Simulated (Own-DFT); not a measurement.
# Point defects and the pressure they add: C11b WSi2

Calculated, not measured: single-point runs of Own-DFT, a retired in-house plane-wave DFT program that no person has reviewed, on unrelaxed cells, without spin or spin-orbit coupling.

Method: PBEsol; PseudoDojo norm-conserving scalar-relativistic files, made for PBE; cutoff 50 hartree; 5 x 5 x 5 k mesh centred on Gamma; cold (Marzari-Vanderbilt) smearing of 0.2 eV.

Caveats: forces on such cells failed a check on a denser k mesh; stress not checked against mesh or cutoff.

All runs share one cell, with vectors in Å (-2.148, -5.953, 3.409); (-6.444, 2.976, 1.136); (-2.553, -2.948, -6.757) and a volume of 403.2 Å³. u is the rms random offset of the atoms per axis. The defect's site can differ from row to row.

| cell | formula | u (Å) | P (GPa) |
|---|---|---|---|
| no defect | Si20W10 | 0.0191 | 0.31 |
| no defect | Si20W10 | 0.0534 | 2.10 |
| no defect | Si20W10 | 0.0594 | 2.42 |
| one W on a Si site | Si19W11 | 0.0305 | 5.58 |
| one W on a Si site | Si19W11 | 0.0315 | 5.91 |
| one W on a Si site | Si19W11 | 0.0502 | 6.69 |
| one Si vacancy | Si19W10 | 0.0288 | -0.91 |
| one Si vacancy | Si19W10 | 0.0307 | -0.67 |
| one Si vacancy | Si19W10 | 0.0460 | 0.22 |
| one Si vacancy | Si19W10 | 0.0499 | ? |

## Worked fit

P = P0 + c u² + a shift for each defect gives P0 = 0.07 GPa, c = 685 ± 48 GPa/Å² and a scatter of 0.14 GPa. The shifts, and each times the cell's volume:

- one W on a Si site: 4.98 ± 0.12 GPa, 12.5 eV
- one Si vacancy: -1.41 ± 0.12 GPa, -3.6 eV

Positive is outwards. The product with the volume (160.2 GPa Å³ to the eV) is nearly free of the cell's size; divided by the bulk modulus at the cell's pressure it gives the volume that the defect adds. The atoms around the defects weren't relaxed, which would change these numbers.

## Prediction

The question: what pressure belongs in the blank (one Si vacancy, u = 0.0499 Å)?

The fitted form gives 0.36 ± 0.17 GPa. Computed: -0.30 GPa. This run lies off the fit, by chance or by something that the fit leaves out.
